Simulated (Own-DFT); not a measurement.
# Which arrangement is lower? In48P48, 96 atoms

These are calculations, not measurements. The program, named Own-DFT, is a retired in-house plane-wave density functional code that no person has reviewed. Each row is one single-point run on a periodic cell that was not relaxed, without spin or spin-orbit coupling.

Settings of every run: PBE; PseudoDojo norm-conserving scalar-relativistic files; cutoff 36 hartree; 2 x 3 x 3 k mesh centred on Gamma; Fermi-Dirac smearing of 0.1 eV.

Known limits, some of them of some rows only: not probed for a lower state with spin; forces on such cells failed a check on a denser k mesh; forces not confirmed at this smearing and k mesh; stress not checked against mesh or cutoff.

All cells hold the same atoms in the same cell, with vectors in Å (17.606, 0.000, 0.000); (0.000, 11.737, 0.000); (0.000, 0.000, 11.737). Every atom was moved at random from its ideal site; u is the rms move along one axis. The defect's site can differ from row to row. E is the free energy of the cell above the lowest run. The arrangements:

- A: zincblende InP
- B: zincblende InP, with one In on a P site and one P on an In site, 2.5 Å apart

| arrangement | u (Å) | E (eV) | P (GPa) |
|---|---|---|---|
| A | 0.0196 | 0.000 | 3.20 |
| A | 0.0199 | 0.035 | 3.20 |
| A | 0.0215 | 0.163 | 3.22 |
| A | 0.0466 | 2.830 | 3.58 |
| A | 0.0493 | 3.116 | 3.63 |
| A | 0.0503 | 3.068 | 3.61 |
| B | 0.0288 | 4.729 | 3.53 |
| B | 0.0299 | 4.711 | 3.52 |
| B | 0.0307 | 5.006 | 3.57 |
| B | 0.0476 | 6.932 | 3.82 |
| B | 0.0513 | 7.410 | 3.89 |
| B | 0.0519 | 6.795 | 3.79 |

Question: once the cost of the random moves is taken out, how do the arrangements rank?

## Worked answer

Fit E = a + b u², with one b for all and one a for each arrangement, and with residuals divided by u², since the noise grows with the moves. Then b = 1457 eV/Å², the scatter at u = 0.04 Å is 0.17 eV, and against A:

- B: 4.04 ± 0.07 eV (higher)

These are energies of unrelaxed cells. Relaxing the atoms lowers the strained arrangements most, so the gaps would shrink and small ones could change sign.
